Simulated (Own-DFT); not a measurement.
## Calculated data, Hf₃₆O₇₁ (tetragonal hafnia with one neutral oxygen vacancy, atoms displaced)

All values are calculated (Own-DFT development build). A calculation, not a measurement: plane-wave PBE and HSE06 DFT by an unreviewed code, no spin, of a simulated cell at Gamma alone, so results move with cell size and shape, stress positive in tension, energies less offsets, not probed for a lower state with spin; hafnium file: forces about 75 meV/angstrom off all-electron values; oxygen file: force components 24 meV/angstrom off all-electron in a glass; k mesh not checked against a denser one; forces and stress are PBE's, HSE06 gives the energy alone, and its difference from PBE has offsets of its own; offsets are fitted by least squares, one for each functional and potential file, so energies compare only between cells with the same atoms and settings and are not formation energies; the far tail of each file's local potential was reset to the Coulomb form; each entry is a single point on an unrelaxed cell, so the pressure reflects the starting lattice, taken from the Materials Project, from which strain is counted, and rises with the displacements; printed positions are rounded, which can move forces by about a meV/angstrom; the program is a retired in-house code; no spin-orbit coupling.

```cif
# cell vector a (Å): 10.7800 0.0000 0.0000
# cell vector b (Å): 0.0000 10.7800 0.0000
# cell vector c (Å): 0.0000 0.0000 10.4493
data_Hf36O71
_symmetry_space_group_name_H-M 'P 1'
_symmetry_Int_Tables_number 1
_cell_length_a 10.7800
_cell_length_b 10.7800
_cell_length_c 10.4493
_cell_angle_alpha 90.000
_cell_angle_beta 90.000
_cell_angle_gamma 90.000
_cell_volume 1214.30
loop_
_atom_site_label
_atom_site_type_symbol
_atom_site_fract_x
_atom_site_fract_y
_atom_site_fract_z
_atom_site_occupancy
Hf1 Hf 0.00610 0.00640 0.00214 1
Hf2 Hf 0.17043 0.16066 0.23224 1
O1 O 0.00039 0.18347 0.15320 1
O2 O 0.16816 0.00395 0.34193 1
O3 O 0.01248 0.16587 0.41689 1
O4 O 0.16388 0.00640 0.09675 1
Hf3 Hf 0.99543 0.99058 0.48554 1
Hf4 Hf 0.16647 0.16805 0.75061 1
O5 O 0.98746 0.17711 0.64796 1
O6 O 0.16283 0.00290 0.84135 1
O7 O 0.00333 0.16299 0.90580 1
O8 O 0.15211 0.98671 0.59572 1
Hf5 Hf 0.98564 0.33056 0.98196 1
Hf6 Hf 0.17637 0.49854 0.25825 1
O9 O 0.00897 0.50127 0.15446 1
O10 O 0.15679 0.31535 0.35751 1
O11 O 0.00370 0.49339 0.40394 1
O12 O 0.17404 0.33208 0.10576 1
Hf7 Hf 0.00191 0.33568 0.49967 1
Hf8 Hf 0.15990 0.49942 0.74742 1
O13 O 0.99443 0.49567 0.65802 1
O14 O 0.17885 0.33602 0.84463 1
O15 O 0.00414 0.50564 0.89303 1
O16 O 0.15725 0.33038 0.56810 1
Hf9 Hf 0.99496 0.67169 0.00116 1
Hf10 Hf 0.17047 0.83640 0.24632 1
O17 O 0.01569 0.82885 0.15953 1
O18 O 0.17060 0.67189 0.33515 1
O19 O 0.01345 0.82231 0.39635 1
O20 O 0.16893 0.67040 0.10945 1
Hf11 Hf 0.98522 0.65896 0.49504 1
Hf12 Hf 0.15905 0.83777 0.74903 1
O21 O 0.98842 0.82711 0.65721 1
O22 O 0.16135 0.66983 0.84485 1
O23 O 0.99357 0.82717 0.90478 1
O24 O 0.17739 0.66848 0.59690 1
Hf13 Hf 0.33923 0.99939 0.01434 1
Hf14 Hf 0.50192 0.16737 0.26329 1
O25 O 0.33827 0.17116 0.16111 1
O26 O 0.50085 0.00106 0.33921 1
O27 O 0.33931 0.15515 0.39674 1
O28 O 0.50104 0.99306 0.10724 1
Hf15 Hf 0.34971 0.00853 0.49485 1
Hf16 Hf 0.50068 0.16545 0.75572 1
O29 O 0.33494 0.16660 0.65910 1
O30 O 0.51053 0.98849 0.84845 1
O31 O 0.31934 0.16697 0.90532 1
O32 O 0.50809 0.00373 0.59185 1
Hf17 Hf 0.33327 0.33562 0.98937 1
Hf18 Hf 0.49064 0.49244 0.24931 1
O33 O 0.31178 0.51120 0.15395 1
O34 O 0.51936 0.32276 0.34442 1
O35 O 0.34345 0.49466 0.40736 1
O36 O 0.50205 0.33325 0.10348 1
Hf19 Hf 0.34023 0.32099 0.49914 1
Hf20 Hf 0.50114 0.49840 0.75361 1
O37 O 0.33417 0.49713 0.65008 1
O38 O 0.50587 0.33299 0.84817 1
O39 O 0.33254 0.49721 0.89274 1
O40 O 0.51955 0.32301 0.60569 1
Hf21 Hf 0.33763 0.64981 0.99511 1
Hf22 Hf 0.49535 0.82948 0.25162 1
O41 O 0.32789 0.82899 0.13926 1
O42 O 0.33299 0.83257 0.39570 1
O43 O 0.49030 0.65592 0.08807 1
Hf23 Hf 0.34067 0.67391 0.49800 1
Hf24 Hf 0.50270 0.84214 0.74624 1
O44 O 0.31558 0.83346 0.65039 1
O45 O 0.48740 0.66989 0.84823 1
O46 O 0.33632 0.83004 0.91172 1
O47 O 0.50759 0.66893 0.60434 1
Hf25 Hf 0.66179 0.00608 0.99072 1
Hf26 Hf 0.84823 0.16837 0.24492 1
O48 O 0.65318 0.17106 0.14217 1
O49 O 0.83267 0.01016 0.34568 1
O50 O 0.66904 0.16477 0.41121 1
O51 O 0.83335 0.99342 0.10850 1
Hf27 Hf 0.66772 0.99635 0.51376 1
Hf28 Hf 0.84156 0.15486 0.74761 1
O52 O 0.66894 0.16091 0.64734 1
O53 O 0.82701 0.99818 0.85033 1
O54 O 0.66991 0.16464 0.90053 1
O55 O 0.83337 0.00270 0.60293 1
Hf29 Hf 0.67060 0.33192 0.01364 1
Hf30 Hf 0.84500 0.49750 0.24853 1
O56 O 0.66713 0.49535 0.16079 1
O57 O 0.83571 0.34600 0.34750 1
O58 O 0.67699 0.49667 0.39670 1
O59 O 0.82252 0.33258 0.09734 1
Hf31 Hf 0.66043 0.33977 0.50464 1
Hf32 Hf 0.83787 0.49148 0.75667 1
O60 O 0.66296 0.48915 0.64053 1
O61 O 0.83712 0.33896 0.84276 1
O62 O 0.66265 0.50307 0.89935 1
O63 O 0.81981 0.33464 0.59095 1
Hf33 Hf 0.67118 0.66966 0.99836 1
Hf34 Hf 0.84187 0.83066 0.25465 1
O64 O 0.66653 0.83865 0.16821 1
O65 O 0.83153 0.65922 0.35307 1
O66 O 0.67529 0.83401 0.41702 1
O67 O 0.81681 0.67553 0.09076 1
Hf35 Hf 0.66760 0.65894 0.50341 1
Hf36 Hf 0.84622 0.81450 0.75429 1
O68 O 0.65243 0.83545 0.66158 1
O69 O 0.84064 0.66558 0.84525 1
O70 O 0.65317 0.84196 0.91047 1
O71 O 0.82877 0.67176 0.59676 1
_calc_first_functional 'PBE'
_calc_second_functional 'HSE06'
_calc_exact_exchange_share 0.25
_calc_screening 0.11  # 1/bohr
_calc_exchange_divergence 'Gygi-Baldereschi'
_calc_potential_files 'PseudoDojo norm-conserving, scalar-relativistic, made for PBE, standard set'
_calc_wave_cutoff 48  # hartree
_calc_occupations 'fixed'
_calc_k_mesh '1 x 1 x 1 centred on Gamma'
_calc_PBE_energy_of_cell_above_offsets '-85.667'  # eV
_calc_HSE06_less_PBE_above_offsets '0.704'  # eV
_calc_PBE_pressure 6.24  # GPa
_calc_PBE_stress_xx -6.23  # GPa
_calc_PBE_stress_yy -5.64  # GPa
_calc_PBE_stress_zz -6.84  # GPa
_calc_PBE_stress_yz 1.16  # GPa
_calc_PBE_stress_xz 1.05  # GPa
_calc_PBE_stress_xy -0.07  # GPa
```

Force:
| element | x (eV/Å) | y (eV/Å) | z (eV/Å) |
| --- | --- | --- | --- |
| Hf | -2.241 | -2.729 | -0.086 |
| Hf | -0.109 | 2.192 | 2.957 |
| O | 0.482 | -0.629 | -1.973 |
| O | -0.182 | -0.364 | 0.043 |
| O | -1.888 | -1.418 | -1.789 |
| O | 0.462 | 0.383 | -0.176 |
| Hf | 0.593 | 1.647 | 1.3 |
| Hf | -0.604 | -0.952 | -0.962 |
| O | 3.051 | 0.215 | 1.373 |
| O | -0.707 | 0.155 | 0.873 |
| O | -0.234 | 1.165 | -1.087 |
| O | 0.736 | 1.339 | -0.348 |
| Hf | 1.836 | 1.988 | 2.816 |
| Hf | -4.07 | -0.452 | 1.443 |
| O | -1.344 | -0.071 | -0.942 |
| O | 2.01 | 1.491 | -2.794 |
| O | 0.064 | 2.5 | -0.306 |
| O | -0.42 | -0.33 | -2.109 |
| Hf | -4.656 | -1.979 | -1.414 |
| Hf | 1.938 | 2.587 | -0.676 |
| O | 0.528 | 0.243 | -1.405 |
| O | -1.544 | -0.627 | -0.49 |
| O | -0.58 | -1.44 | 1.211 |
| O | 5.653 | 0.065 | 5.271 |
| Hf | 3.083 | -1.24 | 1.658 |
| Hf | 2.275 | -1.6 | 0.949 |
| O | -4.356 | 0.324 | -1.987 |
| O | 0.517 | -1.652 | 2.083 |
| O | -1.815 | 0.609 | 0.711 |
| O | -1.362 | -0.261 | -3.018 |
| Hf | 2.727 | 0.223 | 0.061 |
| Hf | 1.428 | -0.943 | -0.63 |
| O | 2.749 | -0.291 | -1.898 |
| O | -0.255 | -1.026 | 0.11 |
| O | 0.029 | 2.377 | 0.08 |
| O | -2.565 | -1.109 | -0.693 |
| Hf | 0.591 | -2.282 | -1.322 |
| Hf | 1.771 | -1.596 | -2.946 |
| O | 0.48 | -0.757 | -1.348 |
| O | -0.468 | -2.017 | 2.175 |
| O | 0.191 | 3.089 | 0.541 |
| O | -0.453 | 0.265 | -1.388 |
| Hf | -2.623 | -3.971 | 0.626 |
| Hf | 2.635 | 0.526 | -0.535 |
| O | -0.494 | 0.083 | -1.279 |
| O | -1.311 | 4.757 | 0.785 |
| O | 1.038 | -0.723 | -0.097 |
| O | -3.3 | -0.027 | 1.785 |
| Hf | -0.234 | -0.803 | 2.051 |
| Hf | 1.462 | 0.841 | -0.438 |
| O | 5.799 | -0.979 | -1.968 |
| O | -1.835 | 3.393 | 1.847 |
| O | 0.362 | -0.712 | -0.846 |
| O | -1.962 | 1.383 | -0.777 |
| Hf | -1.062 | 1.693 | 0.501 |
| Hf | 0.024 | 1.44 | -0.822 |
| O | 0.15 | -1.196 | 0.308 |
| O | -0.906 | -0.857 | 0.476 |
| O | 0.116 | -1.084 | 0.052 |
| O | -6.116 | -0.532 | 1.12 |
| Hf | -2.53 | 4.02 | -0.043 |
| Hf | 0.061 | 0.127 | -0.991 |
| O | 1.421 | 1.356 | 1.851 |
| O | 1.383 | 1.016 | 0.427 |
| O | 2.94 | -0.15 | 2.126 |
| Hf | -0.916 | -0.556 | 1.123 |
| Hf | -3.91 | -3.745 | 1.409 |
| O | 3.389 | 0.714 | -0.263 |
| O | 0.791 | -0.842 | -0.969 |
| O | -0.758 | 1.578 | -0.564 |
| O | -1.432 | -0.302 | -1.33 |
| Hf | 0.837 | -0.564 | 2.629 |
| Hf | -4.077 | 0.343 | 2.502 |
| O | 2.179 | -0.291 | 0.713 |
| O | 1.332 | -2.013 | 0.271 |
| O | -0.266 | -0.549 | -0.753 |
| O | 1.441 | 0.848 | -1.31 |
| Hf | 2.821 | 1.729 | -2.118 |
| Hf | -3.666 | -0.107 | -1.179 |
| O | -0.265 | -0.598 | 2.431 |
| O | 1.022 | -0.804 | 0.3 |
| O | -0.204 | 1.775 | -0.614 |
| O | 1.191 | -0.609 | -0.306 |
| Hf | -4.56 | 0.062 | -1.672 |
| Hf | -1.78 | -0.136 | 0.531 |
| O | -0.029 | 0.253 | -0.82 |
| O | 0.844 | -2.856 | -1.097 |
| O | -1.68 | 1.557 | 0.61 |
| O | 4.577 | -0.052 | 0.413 |
| Hf | 3.386 | -1.271 | -2.861 |
| Hf | -2.436 | 1.594 | -2.765 |
| O | 0.366 | 2.017 | 1.966 |
| O | 0.761 | -3.039 | 2.159 |
| O | 0.732 | -0.009 | 0.226 |
| O | 2.732 | 0.354 | 1.482 |
| Hf | -5.02 | 0.152 | -1.177 |
| Hf | -1.829 | 1.288 | -0.42 |
| O | -0.03 | -1.041 | 0.171 |
| O | 1.245 | 1.042 | -0.503 |
| O | -0.033 | -1.016 | -0.545 |
| O | 4.845 | 0.023 | 2.026 |
| Hf | -1.082 | -0.309 | -1.218 |
| Hf | -4.073 | 4.612 | -0.302 |
| O | 4.58 | 0.041 | -0.957 |
| O | -0.818 | -2.652 | 1.755 |
| O | 1.119 | -3.104 | -0.043 |
| O | 0.323 | -0.21 | 1.035 |
